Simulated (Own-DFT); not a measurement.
Hf36O71 (tetragonal hafnia with one neutral oxygen vacancy, atoms displaced) (calculated)

A calculation, not a measurement: plane-wave PBE and HSE06 DFT by an unreviewed code, no spin, of a simulated cell at Gamma alone, so results move with cell size and shape, stress positive in tension, energies less offsets, not probed for a lower state with spin; hafnium file: forces about 75 meV/angstrom off all-electron values; oxygen file: force components 24 meV/angstrom off all-electron in a glass; k mesh not checked against a denser one; forces and stress are PBE's, HSE06 gives the energy alone, and its difference from PBE has offsets of its own; offsets are fitted by least squares, one for each functional and potential file, so energies compare only between cells with the same atoms and settings and are not formation energies; the far tail of each file's local potential was reset to the Coulomb form; each entry is a single point on an unrelaxed cell, so the pressure reflects the starting lattice, taken from the Materials Project, from which strain is counted, and rises with the displacements; printed positions are rounded, which can move forces by about a meV/angstrom; the program is a retired in-house code; no spin-orbit coupling. Program: Own-DFT development build.

Settings shared by all entries: first functional PBE; second functional HSE06; exact exchange share 0.25; screening 0.11 1/bohr; exchange divergence Gygi-Baldereschi; potential files PseudoDojo norm-conserving, scalar-relativistic, made for PBE, standard set; wave cutoff 48 hartree; occupations fixed; k mesh 1 x 1 x 1 centred on Gamma.

(1) Hf36O71 (tetragonal hafnia with one neutral oxygen vacancy, atoms displaced)

```
CELL_PARAMETERS angstrom
10.78000 0.00000 0.00000
0.00000 10.78000 0.00000
0.00000 0.00000 10.44930
ATOMIC_POSITIONS crystal
Hf 0.99429 0.00065 0.00230
Hf 0.16093 0.17095 0.24698
O 0.99896 0.16369 0.15469
O 0.16841 0.99890 0.34451
O 0.99940 0.17006 0.40819
O 0.16539 0.99861 0.09629
Hf 0.99667 0.99765 0.49762
Hf 0.16811 0.16768 0.74872
O 0.99956 0.16404 0.65063
O 0.16527 0.99603 0.85157
O 0.99765 0.16556 0.90347
O 0.17058 0.99808 0.59741
Hf 0.99693 0.33450 0.99841
Hf 0.16988 0.49301 0.25233
O 0.99832 0.50010 0.14905
O 0.16546 0.32755 0.34910
O 0.00147 0.49886 0.40944
O 0.17005 0.33741 0.10072
Hf 0.00424 0.33464 0.49814
Hf 0.16709 0.50237 0.74752
O 0.00375 0.49889 0.65405
O 0.16542 0.32915 0.84728
O 0.99673 0.49914 0.90165
O 0.16833 0.33485 0.59329
Hf 0.00157 0.66286 0.00005
Hf 0.16425 0.83071 0.25146
O 0.99903 0.83425 0.15402
O 0.16814 0.66608 0.34453
O 0.99741 0.83540 0.40238
O 0.16663 0.66624 0.09585
Hf 0.99870 0.66463 0.50559
Hf 0.16117 0.83378 0.74823
O 0.99886 0.83727 0.65810
O 0.16340 0.67061 0.84825
O 0.99906 0.83641 0.89863
O 0.16467 0.66870 0.59986
Hf 0.33399 0.00187 0.99939
Hf 0.50245 0.17019 0.25410
O 0.33473 0.16333 0.15236
O 0.49924 0.00404 0.34860
O 0.33058 0.16515 0.40216
O 0.49848 0.99803 0.10030
Hf 0.33070 0.00245 0.49579
Hf 0.50417 0.16490 0.75003
O 0.33350 0.16493 0.65295
O 0.50355 0.99784 0.84993
O 0.33006 0.16698 0.90299
O 0.50715 0.99708 0.60088
Hf 0.33496 0.33535 0.00302
Hf 0.50209 0.49856 0.25570
O 0.33278 0.49206 0.15356
O 0.50006 0.33817 0.34519
O 0.32827 0.49885 0.40362
O 0.49881 0.33263 0.09578
Hf 0.33640 0.33631 0.49667
Hf 0.49848 0.49631 0.75261
O 0.33071 0.49869 0.65080
O 0.49754 0.33509 0.84873
O 0.33183 0.50190 0.89935
O 0.50221 0.33578 0.59661
Hf 0.33361 0.66901 0.00038
Hf 0.49371 0.83140 0.24943
O 0.33362 0.83250 0.15231
O 0.50238 0.67455 0.34848
O 0.33122 0.83478 0.40006
O 0.50054 0.66325 0.08984
Hf 0.33649 0.67162 0.49659
Hf 0.49879 0.83243 0.75300
O 0.33574 0.83503 0.65103
O 0.49885 0.66632 0.84982
O 0.32716 0.82957 0.89985
O 0.50132 0.66133 0.59882
Hf 0.65846 0.99727 0.00127
Hf 0.83452 0.16561 0.25384
O 0.83403 0.99710 0.34723
O 0.66430 0.16743 0.40351
O 0.83470 0.00019 0.09610
Hf 0.66524 0.99942 0.49856
Hf 0.83059 0.17780 0.75088
O 0.66622 0.16446 0.64706
O 0.83032 0.99807 0.85119
O 0.66763 0.17042 0.89792
O 0.83436 0.00147 0.59827
Hf 0.66820 0.33085 0.99649
Hf 0.83494 0.50444 0.24829
O 0.66543 0.50119 0.14793
O 0.83495 0.32947 0.34902
O 0.66721 0.50153 0.40163
O 0.83331 0.33439 0.09897
Hf 0.66788 0.33548 0.49807
Hf 0.83940 0.50210 0.74759
O 0.66481 0.49822 0.65105
O 0.82809 0.33237 0.84979
O 0.66448 0.49855 0.90737
O 0.83020 0.33113 0.59400
Hf 0.67172 0.66789 0.00634
Hf 0.82789 0.83086 0.25226
O 0.66571 0.83794 0.15906
O 0.83314 0.66509 0.35265
O 0.66901 0.83792 0.40660
O 0.83920 0.66556 0.10196
Hf 0.66302 0.66497 0.49435
Hf 0.83362 0.83282 0.74901
O 0.66821 0.83009 0.65145
O 0.83071 0.67048 0.84513
O 0.66717 0.83258 0.90197
O 0.83429 0.66975 0.59335
```

- PBE energy of cell above offsets: -100.264 eV
- HSE06 less PBE above offsets: -0.108 eV
- PBE pressure: 1.09 GPa
- PBE stress xx: -0.33 GPa
- PBE stress yy: -1.25 GPa
- PBE stress zz: -1.7 GPa
- PBE stress yz: -0.05 GPa
- PBE stress xz: 0.11 GPa
- PBE stress xy: -0.01 GPa

Force:
| element | x (eV/Å) | y (eV/Å) | z (eV/Å) |
| --- | --- | --- | --- |
| Hf | 1.036 | -0.688 | -1.016 |
| Hf | 1.413 | -1.998 | -0.135 |
| O | -0.274 | 0.515 | -0.174 |
| O | -0.186 | 0.434 | 0.165 |
| O | 0.082 | -0.93 | -0.955 |
| O | 0.306 | 0.105 | 0.009 |
| Hf | 0.315 | 0.745 | 1.001 |
| Hf | -0.36 | -1.235 | 0.28 |
| O | 0.112 | 0.613 | 0.69 |
| O | 0.297 | 1.046 | -0.88 |
| O | -0.213 | 0.864 | 0.148 |
| O | -0.875 | -0.035 | -0.349 |
| Hf | 0.745 | -0.749 | 0.227 |
| Hf | -0.371 | 0.832 | -0.527 |
| O | 0.56 | -0.179 | 0.665 |
| O | -0.067 | 1.241 | 0.073 |
| O | -0.013 | 0.54 | -1.022 |
| O | -1.258 | -0.347 | -0.086 |
| Hf | -0.582 | -1.09 | 0.81 |
| Hf | 1.236 | -0.147 | 0.91 |
| O | -0.874 | 0.087 | -0.279 |
| O | -0.265 | 1.191 | -0.114 |
| O | -0.216 | -0.148 | -0.345 |
| O | 0.235 | -0.02 | 0.308 |
| Hf | 0.772 | 1.654 | -0.397 |
| Hf | -0.38 | 0.823 | -0.714 |
| O | -0.337 | -0.247 | 0.134 |
| O | 0.008 | -0.565 | 0.325 |
| O | 0.298 | -1.22 | 0.294 |
| O | -0.011 | -0.218 | 0.211 |
| Hf | 0.388 | 0.925 | -0.924 |
| Hf | 1.177 | 0.771 | 0.791 |
| O | -0.174 | -0.308 | -1.408 |
| O | -0.339 | -1.278 | -0.192 |
| O | -0.153 | -1.015 | 0.906 |
| O | 0.532 | -0.118 | -0.432 |
| Hf | -1.585 | -0.129 | -0.03 |
| Hf | -0.09 | -0.826 | -1.011 |
| O | -0.173 | 0.335 | 0.322 |
| O | -0.009 | -0.77 | -0.252 |
| O | 0.386 | 1.184 | 0.064 |
| O | 0.172 | 0.298 | 0 |
| Hf | 0.447 | -0.137 | 1.008 |
| Hf | -0.537 | -0.082 | -0.414 |
| O | 0.701 | 0.134 | -0.031 |
| O | -0.228 | 0.546 | 0.331 |
| O | 0.41 | -0.022 | 0.079 |
| O | -1.351 | 0.3 | -0.201 |
| Hf | -0.187 | -0.271 | -0.79 |
| Hf | 0.074 | 0.781 | -1.937 |
| O | 0.675 | 0.515 | 0.542 |
| O | -0.164 | -0.659 | 0.713 |
| O | 0.428 | 0.771 | -0.596 |
| O | 0.924 | -0.338 | 0.503 |
| Hf | -0.372 | -1.094 | 1.265 |
| Hf | 0.102 | 1.157 | -0.22 |
| O | 0.35 | -0.022 | 0.024 |
| O | 0.046 | -0.881 | -0.132 |
| O | -0.24 | -0.245 | 0.45 |
| O | -0.432 | -0.175 | -0.206 |
| Hf | -0.165 | -0.031 | -0.911 |
| Hf | 0.29 | 2.009 | -0.176 |
| O | -0.178 | -0.349 | -0.125 |
| O | -0.202 | -1.786 | 0.276 |
| O | 0.346 | -0.251 | -0.126 |
| O | 0.061 | 0.402 | 1.414 |
| Hf | -0.673 | -0.013 | 1.383 |
| Hf | 0.416 | -0.431 | -0.699 |
| O | -0.112 | -0.507 | -0.177 |
| O | 0.003 | -0.157 | -0.528 |
| O | 0.798 | 0.727 | 0.46 |
| O | -0.522 | 0.146 | -0.741 |
| Hf | 1.736 | 0.234 | -0.606 |
| Hf | -0.755 | -0.26 | -0.457 |
| O | 0.125 | 0.74 | -0.09 |
| O | -0.057 | 0.317 | -0.826 |
| O | -1.778 | 0.323 | 0.746 |
| Hf | 0.557 | 0.334 | 1.098 |
| Hf | 0.665 | -3.136 | -0.823 |
| O | 0.027 | 0.591 | 0.689 |
| O | -0.123 | 0.816 | -0.708 |
| O | -0.462 | -0.904 | 0.58 |
| O | -0.34 | -0.255 | -0.527 |
| Hf | -0.42 | 0.665 | 0.829 |
| Hf | -0.356 | -1.022 | -0.002 |
| O | 0.313 | 0.282 | 1.325 |
| O | -0.19 | 1.227 | -0.445 |
| O | -0.345 | -0.365 | -0.745 |
| O | -0.161 | -0.444 | -0.174 |
| Hf | 0.125 | -0.439 | 0.574 |
| Hf | -1.695 | 0.355 | 0.286 |
| O | 1.006 | 0.085 | 0.381 |
| O | 0.574 | 1.597 | 0.035 |
| O | 0.309 | 0.698 | -0.427 |
| O | 0.923 | 0.365 | 0.775 |
| Hf | -0.683 | -0.585 | -1.45 |
| Hf | 1.462 | 0.648 | 0.202 |
| O | -0.476 | -0.643 | -0.826 |
| O | -0.14 | -0.037 | -0.633 |
| O | -0.012 | -1.359 | -0.763 |
| O | -0.949 | 0.041 | 0.117 |
| Hf | 0.527 | 1.23 | 1.742 |
| Hf | -0.614 | 1.626 | 0.418 |
| O | -0.51 | -0.168 | 0.296 |
| O | 0.231 | -1.499 | 0.376 |
| O | -0.279 | -0.321 | 0.885 |
| O | -0.203 | -0.717 | 0.613 |

(2) Hf36O71 (tetragonal hafnia with one neutral oxygen vacancy, atoms displaced)

```
CELL_PARAMETERS angstrom
10.78000 0.00000 0.00000
0.00000 10.78000 0.00000
0.00000 0.00000 10.44930
ATOMIC_POSITIONS crystal
Hf 0.99318 0.99584 0.99851
Hf 0.16670 0.17621 0.23924
O 0.00931 0.17151 0.15053
O 0.16929 0.99523 0.34860
O 0.99638 0.16507 0.40757
O 0.16736 0.00150 0.09712
Hf 0.00013 0.99718 0.49850
Hf 0.16349 0.16035 0.75113
O 0.99954 0.16905 0.65621
O 0.16133 0.00789 0.85004
O 0.99446 0.16082 0.90700
O 0.16312 0.00147 0.60877
Hf 0.00010 0.33391 0.99792
Hf 0.16750 0.50581 0.25006
O 0.99943 0.49983 0.15732
O 0.16650 0.33116 0.34964
O 0.99821 0.50747 0.40133
O 0.16787 0.33055 0.09965
Hf 0.99534 0.32825 0.49610
Hf 0.17146 0.50147 0.75355
O 0.00282 0.50112 0.64546
O 0.16519 0.33695 0.84422
O 0.99973 0.49746 0.90842
O 0.15927 0.33281 0.59833
Hf 0.99627 0.66167 0.99807
Hf 0.16538 0.83750 0.25141
O 0.00202 0.83828 0.14966
O 0.16472 0.66128 0.34697
O 0.00238 0.83000 0.40296
O 0.16056 0.67255 0.09909
Hf 0.00173 0.67159 0.49939
Hf 0.16513 0.82641 0.74293
O 0.00403 0.83392 0.65079
O 0.16217 0.65821 0.84880
O 0.99545 0.83313 0.90079
O 0.17179 0.67111 0.59610
Hf 0.33053 0.00481 0.99876
Hf 0.49480 0.16971 0.24728
O 0.33437 0.16937 0.15888
O 0.49828 0.99945 0.34211
O 0.33083 0.16622 0.40372
O 0.51117 0.00088 0.09160
Hf 0.33362 0.00637 0.49664
Hf 0.50250 0.16973 0.75219
O 0.33236 0.17405 0.64993
O 0.49955 0.00804 0.83760
O 0.33504 0.16520 0.90440
O 0.50346 0.99882 0.59875
Hf 0.34035 0.33281 0.00291
Hf 0.50127 0.49396 0.24683
O 0.33203 0.50686 0.15232
O 0.50299 0.34242 0.35693
O 0.33199 0.50618 0.39918
O 0.49819 0.33151 0.09460
Hf 0.33471 0.32995 0.49669
Hf 0.49786 0.50337 0.75605
O 0.33545 0.49699 0.64482
O 0.50034 0.33415 0.84760
O 0.32994 0.50684 0.90599
O 0.50545 0.32121 0.60310
Hf 0.33037 0.66368 0.00421
Hf 0.50327 0.83330 0.24475
O 0.33682 0.83024 0.15252
O 0.50077 0.66514 0.34948
O 0.32855 0.83487 0.40318
O 0.49475 0.66822 0.09712
Hf 0.34036 0.65714 0.51273
Hf 0.50627 0.83596 0.74069
O 0.32151 0.83505 0.65518
O 0.49865 0.66612 0.84037
O 0.32807 0.83887 0.90212
O 0.50290 0.66281 0.59227
Hf 0.66145 0.00955 0.99687
Hf 0.82595 0.16227 0.25071
O 0.66891 0.16733 0.15093
O 0.83920 0.00003 0.34147
O 0.66831 0.16763 0.40550
O 0.83763 0.00198 0.10355
Hf 0.66494 0.00267 0.49772
Hf 0.83413 0.16271 0.75115
O 0.67270 0.16622 0.65280
O 0.82701 0.99924 0.84911
O 0.66211 0.17029 0.89891
O 0.83166 0.99951 0.59445
Hf 0.67084 0.33625 0.00240
Hf 0.83160 0.50302 0.25119
O 0.66647 0.49571 0.14440
O 0.83602 0.33208 0.35722
O 0.65896 0.50202 0.40843
O 0.83212 0.33638 0.09689
Hf 0.66473 0.32530 0.50294
Hf 0.84004 0.49793 0.74993
O 0.67161 0.49895 0.65739
O 0.83522 0.33651 0.84974
O 0.66291 0.49149 0.91486
O 0.83098 0.32443 0.59542
Hf 0.66429 0.66577 0.99582
Hf 0.83867 0.84076 0.24232
O 0.66824 0.83887 0.15182
O 0.83646 0.66443 0.34914
O 0.66561 0.84281 0.40834
O 0.83587 0.67085 0.09495
Hf 0.66542 0.65970 0.49340
Hf 0.83186 0.83007 0.74693
O 0.66877 0.84074 0.65296
O 0.82997 0.67121 0.84585
O 0.82509 0.66858 0.59170
```

- PBE energy of cell above offsets: -97.427 eV
- HSE06 less PBE above offsets: -0.004 eV
- PBE pressure: 2.81 GPa
- PBE stress xx: -2.34 GPa
- PBE stress yy: -2.85 GPa
- PBE stress zz: -3.26 GPa
- PBE stress yz: -0.25 GPa
- PBE stress xz: -0.11 GPa
- PBE stress xy: 0.01 GPa

Force:
| element | x (eV/Å) | y (eV/Å) | z (eV/Å) |
| --- | --- | --- | --- |
| Hf | 1.704 | -0.072 | -0.028 |
| Hf | -0.883 | -1.029 | 1.962 |
| O | -2.586 | -0.031 | 0.147 |
| O | -0.426 | 1.831 | 0.243 |
| O | 0.234 | -0.836 | -0.666 |
| O | 0.172 | -0.027 | -0.007 |
| Hf | 0.502 | 0.507 | 0.559 |
| Hf | 0.321 | 1.401 | -1.022 |
| O | -0.52 | -0.345 | 0.014 |
| O | 0.327 | -1.869 | 0.545 |
| O | -0.273 | 1.307 | -0.363 |
| O | 0.371 | 0.347 | -1.428 |
| Hf | 0.062 | -1.389 | 0.69 |
| Hf | -0.718 | -0.459 | 1.01 |
| O | -0.303 | -0.066 | -0.713 |
| O | 0.247 | 0.686 | -0.386 |
| O | -0.071 | -1.32 | 0.15 |
| O | 0.846 | 0.264 | -0.69 |
| Hf | 0.649 | 1.441 | 0.612 |
| Hf | -0.853 | -1.558 | -1.736 |
| O | -0.63 | 0.483 | 1.561 |
| O | 0.021 | -0.645 | 0.825 |
| O | -0.472 | 0.561 | -1.019 |
| O | 1.366 | 0.165 | -0.849 |
| Hf | 0.951 | 1.242 | 0.359 |
| Hf | 1.424 | -1.131 | 0.175 |
| O | -0.335 | 0.088 | 0.12 |
| O | -0.229 | 1.635 | -0.008 |
| O | -0.223 | 1.111 | -0.766 |
| O | 0.471 | -0.576 | -0.397 |
| Hf | -0.22 | -1.822 | 0.001 |
| Hf | 0.134 | 1.047 | 1.995 |
| O | -1.517 | -0.353 | -0.425 |
| O | -0.093 | 1.519 | 0.152 |
| O | 0.044 | -0.547 | -0.082 |
| O | -0.841 | -0.377 | 0.758 |
| Hf | -0.38 | -2.176 | -0.246 |
| Hf | 1.393 | -0.636 | 1.19 |
| O | 0.684 | -0.069 | -1.407 |
| O | -0.147 | 1.293 | -0.158 |
| O | 0.828 | 0.64 | -0.97 |
| O | -3.077 | 0.522 | 0.832 |
| Hf | -0.791 | -2.267 | 0.779 |
| Hf | -0.119 | 0.844 | -1.507 |
| O | 0.057 | -0.508 | 0.335 |
| O | 0.528 | -2.141 | 1.154 |
| O | 0.096 | 1.244 | 0.212 |
| O | -0.973 | 0.055 | -0.735 |
| Hf | -2.077 | 0.257 | -1.481 |
| Hf | -0.233 | 2.348 | 0.778 |
| O | 0.556 | -0.648 | -0.397 |
| O | -0.602 | -2.101 | -1.047 |
| O | 0.168 | -1.594 | 0.15 |
| O | 0.689 | -0.033 | 1.449 |
| Hf | -1.32 | 0.813 | 1.502 |
| Hf | 1.11 | -1.342 | -1.331 |
| O | 0.364 | 0.076 | 1.125 |
| O | -0.864 | 0.719 | 0.653 |
| O | 0.633 | -1.866 | -0.806 |
| O | -0.885 | 0.632 | -0.672 |
| Hf | -0.746 | 2.574 | 0.295 |
| Hf | -0.875 | -0.865 | 1.17 |
| O | -0.391 | 0.567 | 0.1 |
| O | 0.409 | 0.271 | -1.08 |
| O | 0.507 | -0.314 | 0.708 |
| O | 1.715 | -0.181 | -0.507 |
| Hf | -1.504 | 1.736 | -3.029 |
| Hf | -1.405 | 0.87 | 0.946 |
| O | 3.159 | -0.114 | -0.598 |
| O | 0.628 | 0.788 | 0.775 |
| O | 0.069 | -0.665 | 0.406 |
| O | 0.736 | 0.457 | 1.809 |
| Hf | 1.979 | -1.385 | -0.994 |
| Hf | 2.177 | 1.359 | 0.225 |
| O | -1.131 | 0.153 | 0.157 |
| O | -0.176 | 0.044 | 0.802 |
| O | -0.149 | -0.538 | -1.581 |
| O | -1.341 | 0.34 | -0.452 |
| Hf | 0.217 | -0.494 | 1.107 |
| Hf | 0.425 | 0.776 | -0.379 |
| O | -0.928 | -0.242 | 0.059 |
| O | -0.222 | -0.725 | 0.019 |
| O | 0.28 | 0.338 | 0.364 |
| O | 0.734 | 0.004 | -0.037 |
| Hf | 0.291 | -1.402 | 0.01 |
| Hf | 1.093 | -0.693 | 0.688 |
| O | -0.261 | 0.372 | 1.593 |
| O | -0.572 | 0.396 | -1.757 |
| O | 0.616 | -1.795 | -1.338 |
| O | 0.76 | -0.352 | 0.379 |
| Hf | 0.824 | 1.446 | 0.844 |
| Hf | -0.119 | 0.036 | -1.156 |
| O | -0.817 | 0.038 | 0.628 |
| O | 0.024 | -0.576 | -0.134 |
| O | -0.166 | 2.778 | -1.902 |
| O | 0.362 | 0.645 | 0.795 |
| Hf | -0.032 | 0.745 | 0.459 |
| Hf | -0.538 | -1.379 | 0.628 |
| O | 0.458 | -0.642 | -0.531 |
| O | -0.844 | 1.049 | -0.912 |
| O | 0.061 | -1.674 | -0.907 |
| O | -1.279 | -0.311 | 0.062 |
| Hf | 0.409 | 1.825 | 0.105 |
| Hf | 0.553 | 0.927 | -0.288 |
| O | -0.29 | -0.341 | 0.585 |
| O | -0.526 | -1.463 | 0.326 |
| O | 1.531 | 0.37 | 0.846 |
